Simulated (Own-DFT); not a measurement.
# Strain and stress in beta-Si3N4, 112 atoms (N64Si48)

These are calculations, not measurements. The program, named Own-DFT, is a retired in-house plane-wave density functional code that no person has reviewed. Each row is one single-point run on a periodic cell that was not relaxed, without spin or spin-orbit coupling.

Settings of every run: PBEsol; PseudoDojo norm-conserving scalar-relativistic files, made for PBE; cutoff 42 hartree; 2 x 2 x 4 k mesh centred on Gamma; Fermi-Dirac smearing of 0.1 eV.

Known limits: forces on such cells moved up to 12 meV/angstrom on a denser k mesh; stress not checked against mesh or cutoff.

Unstrained cell vectors in Å: (15.212, 0.000, 0.000); (-7.606, 13.174, 0.000); (0.000, 0.000, 5.818). The unstrained cell has measured lattice constants (interpolated for alloys), not those of this functional. That, the random moves and any unrelaxed bonds set the pressure at no strain. Each run strains this cell uniformly, with the atoms carried along. Every atom was also moved at random, by a Gaussian of width 0.05 Å on each axis. Strain is the symmetric tensor, in per cent. Stress is positive in tension, and the pressure is minus a third of its trace.

```
run  e_xx (%)  e_yy (%)  e_zz (%)  e_yz (%)  e_xz (%)  e_xy (%)  s_xx (GPa)  s_yy (GPa)  s_zz (GPa)  s_yz (GPa)  s_xz (GPa)  s_xy (GPa)  P (GPa)  E (meV/atom)
  1      1.06     -0.49     -1.95     -1.05     -0.68      1.17       -1.35       -7.52      -21.99       -3.21       -2.96        5.00    10.29          24.8
  2     -0.73     -0.13      0.24     -1.35      0.27     -0.37       -7.10       -6.11       -8.06       -4.81        0.04       -1.72     7.09           0.0
  3      1.51     -1.43     -1.23     -1.30     -0.39     -1.63        0.67      -10.92      -19.22       -4.64       -2.71       -6.47     9.82          39.3
  4      0.17     -1.61      0.51     -1.15      0.60     -0.40       -4.84      -12.45       -7.58       -5.08        3.15       -2.98     8.29          14.1
  5     -0.81     -0.85     -0.18      1.26      1.58      1.94      -10.43      -12.23      -10.93        5.04        6.56        7.87    11.20          29.6
  6     -1.51     -0.12      1.31     -1.36     -0.93      0.89      -12.33       -5.20       -2.67       -5.78       -3.73        3.61     6.73          24.9
  7      0.29     -0.97      0.81     -1.15      1.04     -0.78       -5.41       -9.53       -1.68       -2.73        3.40       -2.84     5.54          11.7
  8     -1.00     -0.08     -0.47     -0.70     -0.96      1.46      -11.59       -4.78      -13.81       -3.51       -3.15        5.12    10.06          22.7
  9      1.48     -0.03     -0.33      1.06      1.36     -0.22        1.13       -3.80       -6.30        3.16        4.40       -0.04     2.99           5.4
 10     -1.55     -0.45     -0.65     -1.45      1.89     -0.74      -16.31       -9.63      -14.77       -4.39        6.02       -5.05    13.57          52.2
 11     -0.98      0.82     -1.51     -0.97     -1.56     -0.86       -9.86       -5.93      -16.57       -4.30       -5.22       -3.02    10.78          17.9
 12     -1.97      1.55      0.34     -0.14     -0.84     -0.04      -14.52        1.34       -7.28       -0.94       -2.75       -0.75     6.82          43.2
 13     -1.77     -1.87     -1.63      0.68      0.03     -1.25      -19.82      -22.85      -24.11        1.56        1.07       -3.92    22.26          76.8
 14     -0.93      0.28     -0.02     -0.71     -1.02      1.91       -7.43       -6.52       -8.77       -2.44       -4.43        6.82     7.58          14.5
 15     -0.38     -1.50      1.94      1.56      0.29      1.91       -7.90      -10.17        1.44        6.81        0.85        9.59     5.54          16.9
 16     -0.28     -0.17      0.59      0.11     -0.59     -0.20       -5.49       -5.40       -6.90        1.62       -1.52       -1.44     5.93          18.7
 17      0.86     -0.59      0.44     -0.77      0.96      1.99       -0.73       -5.77       -5.11       -0.82        1.64        5.52     3.87           1.3
 18      1.15     -1.89      1.04      0.77     -0.52     -1.59           ?           ?           ?           ?           ?           ?        ?             ?
```

E is the free energy for each atom above the lowest run shown.

## Worked fit

Each stress component was fitted by least squares to a constant and the strains of the runs shown, as fractions, with shears doubled. Shear strains stay in the fit of a normal stress only where such slopes are resolved. The slopes, in GPa:

```
stress,at no strain,per e_xx,per e_yy,per e_zz,scatter
s_xx,-4.9,557 ± 31,151 ± 38,91 ± 30,1.28
s_yy,-4.6,187 ± 34,565 ± 43,169 ± 34,1.44
s_zz,-8.3,132 ± 36,168 ± 45,665 ± 36,1.52
```

Each shear stress against twice its own strain: yz 174 ± 13, xz 170 ± 10, xy 186 ± 10 GPa. These are stiffnesses along x, y and z of the frame in which the cell vectors are given, which need not be the crystal's axes. The atoms are held to the strained lattice; where symmetry lets them move under strain, relaxing them would lower some slopes. The table should be nearly symmetric about its diagonal, and what it lacks of that shows the noise. A ninth of its sum, 299 ± 7 GPa, estimates the bulk modulus near the mean pressure of these runs, 8.7 GPa, so it lies above the value at zero pressure.

## Withheld run

Question: what normal stresses and pressure should run 18 give?

The fit gives s_xx = -0.4, s_yy = -11.4, s_zz = -3.0 and P = 5.0 GPa. The calculation gave 0.32, -11.44, -6.83 and P = 5.98 GPa.
